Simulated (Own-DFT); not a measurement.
# Strain and stress in hcp Ru, 36 atoms (Ru36)

Calculated results; nothing here was measured. They come from Own-DFT, an in-house plane-wave density functional program, since retired, whose code no person has reviewed. Each row is one single-point run on a periodic cell that was not relaxed, without spin or spin-orbit coupling.

Settings of every run: PBE; PseudoDojo norm-conserving scalar-relativistic files; cutoff 50 hartree; 5 x 5 x 4 k mesh centred on Gamma; cold (Marzari-Vanderbilt) smearing of 0.2 eV.

Known limits: forces on such cells failed a check on a denser k mesh; stress not checked against mesh or cutoff.

Unstrained cell vectors in Å: (8.118, 0.000, 0.000); (-4.059, 7.030, 0.000); (0.000, 0.000, 8.563). The unstrained cell has measured lattice constants (interpolated for alloys), not those of this functional. That, the random moves and any unrelaxed bonds set the pressure at no strain. Each run strains this cell uniformly, with the atoms carried along. Every atom was also moved at random, by a Gaussian of width 0.05 Å on each axis. Strain is the symmetric tensor, in per cent. Stress is positive in tension, and the pressure is minus a third of its trace.

```
run  e_xx (%)  e_yy (%)  e_zz (%)  e_yz (%)  e_xz (%)  e_xy (%)  s_xx (GPa)  s_yy (GPa)  s_zz (GPa)  s_yz (GPa)  s_xz (GPa)  s_xy (GPa)  P (GPa)  E (meV/atom)
  1      2.00     -1.14     -1.96      2.00      1.26     -1.88       -3.44      -16.76      -21.86        8.77        5.48       -8.35    14.02          67.0
  2     -1.09     -0.96      1.17      1.02     -0.12     -0.35      -14.39      -13.90       -3.86        3.70       -0.41       -1.53    10.72          12.4
  3     -1.65      0.09     -0.19     -0.04     -1.84      1.17      -21.00      -11.47      -13.26       -0.01       -7.69        4.33    15.24          51.8
  4     -1.32     -0.44     -1.92      0.70     -0.88     -1.35      -21.48      -18.47      -26.25        3.21       -3.75       -6.89    22.07          56.7
  5      1.09      1.36      0.51     -0.94     -1.02     -1.68        1.67        2.46        0.08       -3.43       -3.78       -6.04    -1.40           3.3
  6      1.00     -1.90     -1.85     -0.85     -0.19      1.89       -9.55      -22.44      -22.72       -3.74       -0.85        7.97    18.24          43.1
  7      1.22     -0.51      1.83      0.48     -0.94     -0.81        1.11       -4.77        5.52        1.55       -3.07       -3.14    -0.62           0.0
  8      1.72      0.44      0.26      1.78      0.69      0.18        3.02       -1.62       -2.38        6.51        2.64        0.46     0.33           5.8
  9      0.84      0.02      1.28     -0.47     -0.44     -1.77       -0.89       -3.72        1.91       -1.65       -1.41       -6.79     0.90           2.9
 10      0.96     -1.90      1.00      0.02     -1.18     -0.19       -4.80      -16.60       -2.96        0.31       -4.21       -1.00     8.12          22.7
 11     -1.10      1.02      1.07     -1.85      1.39      1.54      -10.26       -2.35       -1.39       -6.44        5.14        5.88     4.67          12.4
 12      0.52     -1.42      1.24     -1.33      1.13     -0.47       -6.18      -14.37       -2.74       -4.19        4.31       -2.23     7.77          35.2
 13     -0.60      1.63     -0.39     -1.75     -1.01     -0.95       -9.15        0.28       -8.80       -6.12       -4.08       -4.01     5.89           8.2
 14     -0.19      0.13     -1.61      1.75     -0.20      0.60      -11.07      -10.61      -19.91        7.41       -0.88        2.59    13.86          17.3
 15      1.29      1.74      1.00      0.41     -1.02      1.94        4.11        5.91        3.95        1.59       -3.55        6.71    -4.66           3.1
 16     -0.07      1.21     -0.18     -1.59     -1.03      0.12           ?           ?           ?           ?           ?           ?        ?             ?
```

E is the free energy for each atom above the lowest run shown.

## Worked fit

Each stress component was fitted by least squares to a constant and the strains of the runs shown, as fractions, with shears doubled. Shear strains stay in the fit of a normal stress only where such slopes are resolved. The slopes, in GPa:

```
stress,at no strain,per e_xx,per e_yy,per e_zz,scatter
s_xx,-8.6,604 ± 22,208 ± 22,190 ± 19,0.95
s_yy,-8.6,182 ± 15,622 ± 15,215 ± 13,0.65
s_zz,-8.7,192 ± 14,199 ± 14,706 ± 13,0.63
```

Each shear stress against twice its own strain: yz 189 ± 5, xz 192 ± 3, xy 200 ± 7 GPa. These are stiffnesses along x, y and z of the frame in which the cell vectors are given, which need not be the crystal's axes. The atoms are held to the strained lattice; where symmetry lets them move under strain, relaxing them would lower some slopes. The table should be nearly symmetric about its diagonal, and what it lacks of that shows the noise. A ninth of its sum, 346 ± 8 GPa, estimates the bulk modulus near the mean pressure of these runs, 7.7 GPa, so it lies above the value at zero pressure.

## Withheld run

Question: what normal stresses and pressure should run 16 give?

The fit gives s_xx = -6.9, s_yy = -1.6, s_zz = -7.7 and P = 5.4 GPa. The calculation gave -5.24, -0.94, -6.79 and P = 4.32 GPa.
